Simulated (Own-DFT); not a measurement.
GaP (zincblende, atoms displaced) (calculated)

All values are calculated (Own-DFT development build). A calculation, not a measurement: plane-wave PBE density functional theory by an unreviewed code, no spin, of a simulated periodic cell, stress positive in tension, free energy of the whole cell less one offset for each atom, forces on such cells passed a denser k mesh, this cell's mesh not checked; offsets are fitted by least squares, one for each functional and potential file, so energies compare only between cells with the same atoms and settings and are not formation energies; the far tail of each file's local potential was reset to the Coulomb form; each entry is a single point on an unrelaxed cell, so the pressure reflects the starting lattice, mostly measured values (interpolated for alloys), from which strain is counted, and rises with the displacements; printed positions are rounded, which can move forces by about a meV/angstrom; the program, named Own-DFT, is a retired in-house code; no spin-orbit coupling.

Settings shared by all entries: functional PBE; potential files PseudoDojo norm-conserving, scalar-relativistic, standard set; wave cutoff 42 hartree; occupations Fermi-Dirac; smearing width 0.1 eV; hardware one NVIDIA H100; k mesh 3 x 3 x 3 centred on Gamma.

(1) GaP (zincblende, atoms displaced)

```cif
# cell vector a (Å): 10.9010 0.0000 0.0000
# cell vector b (Å): 0.0000 10.9010 0.0000
# cell vector c (Å): 0.0000 0.0000 10.9010
data_GaP
_symmetry_space_group_name_H-M 'P 1'
_symmetry_Int_Tables_number 1
_cell_length_a 10.9010
_cell_length_b 10.9010
_cell_length_c 10.9010
_cell_angle_alpha 90.000
_cell_angle_beta 90.000
_cell_angle_gamma 90.000
_cell_volume 1295.39
loop_
_atom_site_label
_atom_site_type_symbol
_atom_site_fract_x
_atom_site_fract_y
_atom_site_fract_z
_atom_site_occupancy
Ga1 Ga 0.99920 0.00497 0.99598 1
Ga2 Ga 0.00344 0.24386 0.25412 1
Ga3 Ga 0.24919 0.00073 0.25566 1
Ga4 Ga 0.25167 0.24149 0.99719 1
P1 P 0.12620 0.12978 0.13082 1
P2 P 0.12003 0.37258 0.37621 1
P3 P 0.37623 0.12641 0.37830 1
P4 P 0.37432 0.37323 0.12520 1
Ga5 Ga 0.99757 0.99532 0.50145 1
Ga6 Ga 0.00537 0.24886 0.75225 1
Ga7 Ga 0.24273 0.00026 0.76177 1
Ga8 Ga 0.25301 0.25335 0.49792 1
P5 P 0.11302 0.12425 0.62085 1
P6 P 0.12632 0.37374 0.87613 1
P7 P 0.36760 0.12271 0.86787 1
P8 P 0.37491 0.37441 0.61477 1
Ga9 Ga 0.99890 0.50760 0.00652 1
Ga10 Ga 0.99341 0.73847 0.25035 1
Ga11 Ga 0.25910 0.50077 0.25055 1
Ga12 Ga 0.25569 0.74683 0.00462 1
P9 P 0.12627 0.62780 0.12155 1
P10 P 0.13246 0.87966 0.37563 1
P11 P 0.37941 0.62348 0.37075 1
P12 P 0.37805 0.88144 0.12458 1
Ga13 Ga 0.99798 0.50479 0.49681 1
Ga14 Ga 0.00112 0.75333 0.74755 1
Ga15 Ga 0.24982 0.48751 0.75122 1
Ga16 Ga 0.24735 0.75195 0.50083 1
P13 P 0.12462 0.62754 0.62547 1
P14 P 0.12710 0.87253 0.87489 1
P15 P 0.36968 0.61391 0.87630 1
P16 P 0.37405 0.86711 0.63389 1
Ga17 Ga 0.49395 0.99968 0.00115 1
Ga18 Ga 0.49634 0.25252 0.25363 1
Ga19 Ga 0.74770 0.99601 0.24820 1
Ga20 Ga 0.74653 0.24533 0.00291 1
P17 P 0.62382 0.12901 0.12463 1
P18 P 0.62593 0.37817 0.38059 1
P19 P 0.87514 0.12252 0.37484 1
P20 P 0.87938 0.37078 0.12365 1
Ga21 Ga 0.49747 0.99337 0.50391 1
Ga22 Ga 0.49706 0.24488 0.75309 1
Ga23 Ga 0.75664 0.99469 0.74718 1
Ga24 Ga 0.75126 0.25877 0.50553 1
P21 P 0.62586 0.12492 0.62674 1
P22 P 0.61542 0.37128 0.86620 1
P23 P 0.87347 0.11671 0.87758 1
P24 P 0.87349 0.37779 0.63391 1
Ga25 Ga 0.49254 0.49505 0.00201 1
Ga26 Ga 0.50509 0.75051 0.25247 1
Ga27 Ga 0.75449 0.50324 0.24730 1
Ga28 Ga 0.75203 0.74533 0.99967 1
P25 P 0.62558 0.61793 0.12266 1
P26 P 0.63317 0.87196 0.37887 1
P27 P 0.88893 0.61737 0.37350 1
P28 P 0.87653 0.87206 0.12033 1
Ga29 Ga 0.50807 0.50205 0.50306 1
Ga30 Ga 0.49263 0.74896 0.74783 1
Ga31 Ga 0.75407 0.50395 0.74858 1
Ga32 Ga 0.75115 0.74850 0.50299 1
P29 P 0.62681 0.63567 0.61929 1
P30 P 0.62209 0.87940 0.87581 1
P31 P 0.87242 0.62070 0.88009 1
P32 P 0.86943 0.87417 0.62060 1
```

```
free energy of cell above offsets : -33.492 eV
pressure                          : 3.25 GPa
stress xx                         : -3.22 GPa
stress yy                         : -3.25 GPa
stress zz                         : -3.27 GPa
stress yz                         : 0.09 GPa
stress xz                         : 0.09 GPa
stress xy                         : -0.58 GPa
wall time                         : 519.3 s
```

Force:
| element | x (eV/Å) | y (eV/Å) | z (eV/Å) |
| --- | --- | --- | --- |
| Ga | 0.814 | -0.733 | 0.88 |
| Ga | -0.669 | 0.561 | -0.006 |
| Ga | 0.51 | 0.538 | -0.67 |
| Ga | -0.28 | 0.797 | 0.395 |
| P | 0.177 | -1.023 | -0.777 |
| P | 0.796 | 0.593 | -0.136 |
| P | 0.071 | -0.522 | -0.018 |
| P | -0.311 | -0.587 | -0.026 |
| Ga | -0.048 | 0.118 | -0.662 |
| Ga | -0.808 | -0.036 | 0.299 |
| Ga | -0.265 | -0.176 | -1.984 |
| Ga | -1.022 | -0.597 | -0.057 |
| P | 1.605 | 0.014 | 0.414 |
| P | -0.449 | -0.101 | 0.688 |
| P | 0.928 | 0.094 | 0.961 |
| P | 0.547 | 0.153 | 1.236 |
| Ga | 0.221 | -1.063 | -0.512 |
| Ga | 1.339 | 1.802 | -0.688 |
| Ga | -1.26 | -0.299 | -0.099 |
| Ga | -0.046 | 0.456 | -0.515 |
| P | 0.406 | -0.283 | 0.955 |
| P | -1.409 | -1.021 | 0.055 |
| P | -0.067 | 0.483 | 0.943 |
| P | -0.468 | -0.93 | 0.801 |
| Ga | 1.05 | -1.372 | 1.574 |
| Ga | -0.467 | -0.338 | 0.248 |
| Ga | -0.064 | 0.618 | -0.768 |
| Ga | 0.577 | -0.374 | -0.135 |
| P | 0.122 | -0.644 | 0.076 |
| P | -0.501 | -0.299 | 0.917 |
| P | 0.384 | 0.836 | -0.28 |
| P | -1.054 | 1.416 | -0.948 |
| Ga | 0.707 | 0.778 | -0.565 |
| Ga | 0.612 | 0.018 | 0.032 |
| Ga | 0.359 | 0.35 | -0.212 |
| Ga | 0.271 | 0.731 | -0.868 |
| P | -0.665 | -0.671 | 0.565 |
| P | 0.367 | -0.074 | -0.879 |
| P | -0.472 | 0.104 | 0.248 |
| P | -0.266 | 0.036 | 0.227 |
| Ga | 0.323 | 0.215 | 0.179 |
| Ga | -0.289 | 0.034 | -1.18 |
| Ga | -1.095 | 0.518 | 0.354 |
| Ga | 0.027 | -0.828 | -0.197 |
| P | 0.062 | -0.275 | -0.119 |
| P | 1.083 | 0.68 | 1.101 |
| P | -0.149 | 1.249 | -0.63 |
| P | 0.849 | -0.077 | -0.761 |
| Ga | 0.867 | -0.095 | -0.388 |
| Ga | 0.107 | 0.036 | -0.447 |
| Ga | -0.063 | -0.808 | 0.211 |
| Ga | -0.787 | 0.535 | -0.03 |
| P | -0.229 | 0.625 | 0.036 |
| P | -0.831 | 0.235 | -0.325 |
| P | -2.659 | 0.846 | 0.137 |
| P | 0.022 | 0.066 | 0.55 |
| Ga | -0.563 | 0.278 | -0.283 |
| Ga | 1.001 | -0.631 | 1.3 |
| Ga | -1.195 | 0.013 | 0.209 |
| Ga | 0.838 | -0.224 | -1.17 |
| P | -0.343 | -1.169 | 1.322 |
| P | 0.166 | -0.817 | -0.154 |
| P | 0.574 | 0.66 | -0.809 |
| P | 1.009 | -0.418 | 0.384 |

(2) GaP (zincblende, atoms displaced)

```cif
# cell vector a (Å): 10.9010 0.0000 0.0000
# cell vector b (Å): 0.0000 10.9010 0.0000
# cell vector c (Å): 0.0000 0.0000 10.9010
data_GaP
_symmetry_space_group_name_H-M 'P 1'
_symmetry_Int_Tables_number 1
_cell_length_a 10.9010
_cell_length_b 10.9010
_cell_length_c 10.9010
_cell_angle_alpha 90.000
_cell_angle_beta 90.000
_cell_angle_gamma 90.000
_cell_volume 1295.39
loop_
_atom_site_label
_atom_site_type_symbol
_atom_site_fract_x
_atom_site_fract_y
_atom_site_fract_z
_atom_site_occupancy
Ga1 Ga 0.00184 0.99298 0.00083 1
Ga2 Ga 0.00291 0.24571 0.24659 1
Ga3 Ga 0.25877 0.00124 0.24966 1
Ga4 Ga 0.25609 0.24801 0.00614 1
P1 P 0.12969 0.12928 0.13193 1
P2 P 0.13229 0.37820 0.37364 1
P3 P 0.37133 0.12406 0.37024 1
P4 P 0.38230 0.37322 0.12730 1
Ga5 Ga 0.00733 0.00390 0.50302 1
Ga6 Ga 0.00393 0.24594 0.74705 1
Ga7 Ga 0.25146 0.99825 0.76116 1
Ga8 Ga 0.24762 0.25444 0.49426 1
P5 P 0.13030 0.11681 0.61905 1
P6 P 0.13176 0.37035 0.86845 1
P7 P 0.38115 0.11437 0.87765 1
P8 P 0.37382 0.38496 0.62298 1
Ga9 Ga 0.99340 0.49961 0.99851 1
Ga10 Ga 0.99441 0.75194 0.25539 1
Ga11 Ga 0.25275 0.49601 0.24897 1
Ga12 Ga 0.25747 0.76099 0.99845 1
P9 P 0.13004 0.62490 0.12919 1
P10 P 0.12666 0.87634 0.38346 1
P11 P 0.37773 0.62537 0.37945 1
P12 P 0.36936 0.87146 0.12703 1
Ga13 Ga 0.00028 0.49722 0.49260 1
Ga14 Ga 0.99887 0.75253 0.75123 1
Ga15 Ga 0.24648 0.50038 0.75314 1
Ga16 Ga 0.24752 0.74635 0.50361 1
P13 P 0.11948 0.62355 0.62498 1
P14 P 0.12444 0.87571 0.87448 1
P15 P 0.37663 0.63312 0.87418 1
P16 P 0.37003 0.87463 0.62458 1
Ga17 Ga 0.49653 0.99341 0.00277 1
Ga18 Ga 0.49813 0.24835 0.24694 1
Ga19 Ga 0.74311 0.99497 0.24575 1
Ga20 Ga 0.74900 0.24968 0.00294 1
P17 P 0.62264 0.12270 0.11679 1
P18 P 0.62526 0.38213 0.37634 1
P19 P 0.87085 0.12671 0.37105 1
P20 P 0.87869 0.37543 0.12720 1
Ga21 Ga 0.50374 0.00075 0.49820 1
Ga22 Ga 0.50205 0.25903 0.74688 1
Ga23 Ga 0.75121 0.99639 0.74529 1
Ga24 Ga 0.74710 0.25054 0.50472 1
P21 P 0.62397 0.12246 0.62487 1
P22 P 0.61239 0.36553 0.87264 1
P23 P 0.86863 0.12446 0.87742 1
P24 P 0.88133 0.37149 0.62203 1
Ga25 Ga 0.49923 0.49317 0.99739 1
Ga26 Ga 0.50216 0.74265 0.25697 1
Ga27 Ga 0.74007 0.49712 0.25047 1
Ga28 Ga 0.76114 0.75292 0.00638 1
P25 P 0.62490 0.63505 0.12840 1
P26 P 0.62296 0.87369 0.37068 1
P27 P 0.86923 0.62918 0.37509 1
P28 P 0.86790 0.87417 0.13281 1
Ga29 Ga 0.49895 0.50284 0.51006 1
Ga30 Ga 0.49899 0.74995 0.75993 1
Ga31 Ga 0.74988 0.49632 0.74656 1
Ga32 Ga 0.75197 0.74915 0.49869 1
P29 P 0.62472 0.63413 0.62118 1
P30 P 0.62385 0.87228 0.87180 1
P31 P 0.87360 0.63495 0.87218 1
P32 P 0.87053 0.87367 0.62446 1
```

```
free energy of cell above offsets : -33.313 eV
pressure                          : 3.27 GPa
stress xx                         : -3.23 GPa
stress yy                         : -3.23 GPa
stress zz                         : -3.35 GPa
stress yz                         : -0.38 GPa
stress xz                         : 0.36 GPa
stress xy                         : -0.64 GPa
wall time                         : 538.5 s
```

Force:
| element | x (eV/Å) | y (eV/Å) | z (eV/Å) |
| --- | --- | --- | --- |
| Ga | -0.463 | 0.92 | 0.574 |
| Ga | -0.342 | 0.59 | 0.865 |
| Ga | -1.342 | -0.56 | 0.162 |
| Ga | 0.016 | -0.111 | -0.763 |
| P | -0.073 | -1.127 | -0.992 |
| P | -1.17 | -0.357 | -0.444 |
| P | 1.027 | 0.593 | 0.907 |
| P | -0.749 | 0.386 | -0.297 |
| Ga | -1.564 | -0.576 | -0.737 |
| Ga | -0.018 | -0.499 | 0.049 |
| Ga | 0.09 | 0.101 | -1.22 |
| Ga | 0.574 | -0.542 | 0.69 |
| P | 0.566 | 1.319 | 1.302 |
| P | -0.686 | -0.116 | 1.262 |
| P | -0.351 | 1.637 | -0.247 |
| P | -0.492 | -1.261 | 0.479 |
| Ga | 1.015 | 0.406 | -0.329 |
| Ga | 0.969 | -0.056 | -0.009 |
| Ga | 0.548 | 0.731 | -0.011 |
| Ga | -1.207 | -1.333 | -0.109 |
| P | -0.579 | 0.356 | -0.681 |
| P | 0.024 | -0.142 | -1.139 |
| P | -0.592 | -0.505 | -0.041 |
| P | 1.461 | 0.298 | 0.775 |
| Ga | -0.213 | 0.521 | 0.209 |
| Ga | 0.149 | 0.084 | -0.587 |
| Ga | 0.338 | 0.819 | -0.316 |
| Ga | 0.113 | 0.078 | -0.045 |
| P | 0.079 | -0.135 | 0.142 |
| P | -0.164 | -0.365 | 0.202 |
| P | -0.667 | -1.49 | 0.666 |
| P | 0.685 | 0.043 | 0.434 |
| Ga | 0.521 | -0.453 | -0.122 |
| Ga | 0.868 | -0.264 | 0.631 |
| Ga | -0.082 | 1.123 | 0.435 |
| Ga | 0.051 | 0.274 | -0.219 |
| P | -0.08 | -0.013 | 0.894 |
| P | -0.88 | -1.218 | 0.631 |
| P | 0.199 | -0.374 | 0.348 |
| P | -0.825 | -0.012 | -0.047 |
| Ga | -0.783 | -0.229 | -0.017 |
| Ga | -1.482 | -1.829 | -1.049 |
| Ga | -0.421 | 0.298 | 0.634 |
| Ga | 0.179 | 0.008 | -0.658 |
| P | -0.072 | 0.486 | 0.151 |
| P | 2.385 | 1.504 | 0.916 |
| P | 0.886 | -0.24 | -0.353 |
| P | -0.381 | 0.214 | 0.251 |
| Ga | 0.067 | 1.372 | 0.257 |
| Ga | -0.741 | 0.684 | -0.293 |
| Ga | 0.989 | 0.827 | -0.472 |
| Ga | -1.418 | -0.14 | -0.777 |
| P | 0.189 | -1.442 | -1.071 |
| P | 0.152 | 0.072 | 0.686 |
| P | 0.374 | -1.152 | -0.269 |
| P | 1.572 | 0.425 | -0.461 |
| Ga | 0.619 | 0.507 | -1.027 |
| Ga | 0.203 | 0.448 | -1.7 |
| Ga | -0.263 | 0.358 | 0.037 |
| Ga | -0.399 | 0.554 | -0.084 |
| P | -0.036 | -0.741 | 0.997 |
| P | 0.759 | 0.386 | 1.018 |
| P | -0.106 | -1.437 | 0.314 |
| P | 0.976 | 0.299 | -0.334 |

(3) GaP (zincblende, atoms displaced)

```cif
# cell vector a (Å): 10.9010 0.0000 0.0000
# cell vector b (Å): 0.0000 10.9010 0.0000
# cell vector c (Å): 0.0000 0.0000 10.9010
data_GaP
_symmetry_space_group_name_H-M 'P 1'
_symmetry_Int_Tables_number 1
_cell_length_a 10.9010
_cell_length_b 10.9010
_cell_length_c 10.9010
_cell_angle_alpha 90.000
_cell_angle_beta 90.000
_cell_angle_gamma 90.000
_cell_volume 1295.39
loop_
_atom_site_label
_atom_site_type_symbol
_atom_site_fract_x
_atom_site_fract_y
_atom_site_fract_z
_atom_site_occupancy
Ga1 Ga 0.00816 0.99792 0.00072 1
Ga2 Ga 0.99620 0.24933 0.25066 1
Ga3 Ga 0.24465 0.00264 0.25671 1
Ga4 Ga 0.24508 0.24441 0.00107 1
P1 P 0.12801 0.12498 0.12746 1
P2 P 0.13191 0.38241 0.37488 1
P3 P 0.37762 0.12831 0.37262 1
P4 P 0.37667 0.38063 0.13351 1
Ga5 Ga 0.99607 0.00200 0.50106 1
Ga6 Ga 0.99779 0.24779 0.74922 1
Ga7 Ga 0.25635 0.00298 0.75058 1
Ga8 Ga 0.25497 0.24430 0.49996 1
P5 P 0.12327 0.12522 0.62231 1
P6 P 0.11967 0.37976 0.87134 1
P7 P 0.36581 0.12536 0.86401 1
P8 P 0.38080 0.37847 0.63013 1
Ga9 Ga 0.99706 0.49304 0.99491 1
Ga10 Ga 0.00553 0.75187 0.24840 1
Ga11 Ga 0.25113 0.49659 0.24827 1
Ga12 Ga 0.24667 0.75816 0.00024 1
P9 P 0.13237 0.62777 0.12982 1
P10 P 0.13047 0.87897 0.36659 1
P11 P 0.37529 0.62966 0.37459 1
P12 P 0.37334 0.87517 0.12859 1
Ga13 Ga 0.00053 0.49589 0.50080 1
Ga14 Ga 0.99625 0.75012 0.75583 1
Ga15 Ga 0.25579 0.50484 0.74569 1
Ga16 Ga 0.25165 0.75379 0.49749 1
P13 P 0.12479 0.61890 0.62821 1
P14 P 0.10737 0.87131 0.87264 1
P15 P 0.37537 0.62365 0.87866 1
P16 P 0.37486 0.87592 0.62208 1
Ga17 Ga 0.49760 0.00269 0.00223 1
Ga18 Ga 0.50845 0.24156 0.24912 1
Ga19 Ga 0.74863 0.00465 0.26214 1
Ga20 Ga 0.74858 0.25674 0.00719 1
P17 P 0.62972 0.12195 0.12712 1
P18 P 0.62703 0.37366 0.37699 1
P19 P 0.87011 0.12766 0.37275 1
P20 P 0.87190 0.38497 0.11831 1
Ga21 Ga 0.49754 0.00603 0.50174 1
Ga22 Ga 0.50848 0.24676 0.74941 1
Ga23 Ga 0.74710 0.99015 0.74683 1
Ga24 Ga 0.74402 0.24415 0.50796 1
P21 P 0.61955 0.13326 0.62879 1
P22 P 0.63113 0.37534 0.86825 1
P23 P 0.87229 0.12813 0.87586 1
P24 P 0.87595 0.37473 0.61992 1
Ga25 Ga 0.49255 0.49750 0.99396 1
Ga26 Ga 0.50127 0.75685 0.24839 1
Ga27 Ga 0.74573 0.50392 0.24704 1
Ga28 Ga 0.74789 0.75138 0.99711 1
P25 P 0.63260 0.62506 0.13127 1
P26 P 0.63077 0.87969 0.37682 1
P27 P 0.88277 0.62791 0.37628 1
P28 P 0.87794 0.88341 0.11791 1
Ga29 Ga 0.50519 0.50012 0.49922 1
Ga30 Ga 0.50157 0.74068 0.75113 1
Ga31 Ga 0.74864 0.49640 0.74213 1
Ga32 Ga 0.74534 0.74725 0.49412 1
P29 P 0.62592 0.62007 0.63820 1
P30 P 0.61898 0.87994 0.87170 1
P31 P 0.88116 0.63817 0.87473 1
P32 P 0.87042 0.87498 0.62447 1
```

```
free energy of cell above offsets : -32.612 eV
pressure                          : 3.42 GPa
stress xx                         : -3.4 GPa
stress yy                         : -3.44 GPa
stress zz                         : -3.42 GPa
stress yz                         : 0.12 GPa
stress xz                         : 0.98 GPa
stress xy                         : -0.21 GPa
wall time                         : 535.5 s
```

Force:
| element | x (eV/Å) | y (eV/Å) | z (eV/Å) |
| --- | --- | --- | --- |
| Ga | -0.902 | 1.169 | -0.057 |
| Ga | 0.359 | 0.917 | -0.261 |
| Ga | 1.329 | 0.551 | -0.915 |
| Ga | 0.424 | 1.277 | -0.304 |
| P | -0.591 | -0.087 | 0.11 |
| P | -0.701 | -1.409 | 0.252 |
| P | -0.09 | -0.476 | -0.008 |
| P | 0.484 | -1.602 | -1.195 |
| Ga | 0.235 | -0.313 | -0.451 |
| Ga | -0.039 | 0.249 | 0.035 |
| Ga | -1.853 | -1.459 | -0.924 |
| Ga | -0.211 | 1.092 | 0.312 |
| P | 0.275 | -0.123 | 0.233 |
| P | 1.041 | -0.749 | -0.204 |
| P | 1.69 | 0.984 | 1.897 |
| P | -0.099 | -0.698 | -0.646 |
| Ga | 0.544 | 1.792 | 0.145 |
| Ga | -0.539 | 0.284 | -0.455 |
| Ga | 0.142 | 1.193 | 0.42 |
| Ga | -0.11 | -0.471 | -0.227 |
| P | -0.69 | -0.604 | -0.889 |
| P | -1.335 | -0.593 | 1.765 |
| P | 0.483 | -0.407 | -0.007 |
| P | -0.112 | 0.819 | -0.359 |
| Ga | 0.248 | 0.445 | -0.23 |
| Ga | 0.236 | -0.145 | -2.218 |
| Ga | -0.297 | -0.499 | 0.66 |
| Ga | -0.524 | -0.378 | 0.186 |
| P | -0.197 | 1.296 | -0.463 |
| P | 2.911 | 0.958 | 0.082 |
| P | -0.707 | 0.879 | -0.245 |
| P | 0.36 | -0.324 | 0.538 |
| Ga | -0.417 | 0.079 | -0.314 |
| Ga | -0.477 | 1.147 | 0.052 |
| Ga | 0.631 | -0.68 | -1.63 |
| Ga | 0.086 | -0.518 | -0.827 |
| P | -0.153 | 0.04 | -0.447 |
| P | 0.199 | -0.101 | -0.261 |
| P | 0.55 | 0.395 | 1.045 |
| P | 0.127 | -0.841 | 1.349 |
| Ga | 0.287 | -0.284 | -0.095 |
| Ga | -1.476 | 1.194 | 0.899 |
| Ga | 0.091 | 1.433 | 0.374 |
| Ga | 0.719 | 0.9 | -0.845 |
| P | 0.838 | -2.25 | -0.522 |
| P | -0.714 | -0.125 | 1.124 |
| P | -0.045 | -0.557 | 0.152 |
| P | -0.205 | -0.479 | 0.322 |
| Ga | 1.232 | -0.213 | 0.812 |
| Ga | 0.319 | -0.565 | 0.343 |
| Ga | 1.161 | -0.55 | 1.229 |
| Ga | 0.122 | 0.496 | 0.278 |
| P | -1.627 | 0.799 | -1.476 |
| P | -1.325 | -0.228 | 0.283 |
| P | -0.625 | -0.287 | -0.236 |
| P | -0.694 | -0.648 | 1.264 |
| Ga | -0.499 | 0.331 | 0.119 |
| Ga | -0.63 | 1.104 | 0.265 |
| Ga | 1.588 | 0.188 | 1.039 |
| Ga | 0.48 | -0.368 | 0.885 |
| P | -0.102 | 0.676 | -2.271 |
| P | -0.117 | -0.772 | 0.483 |
| P | -1.557 | -2.308 | 0.567 |
| P | 0.467 | -0.577 | -0.538 |
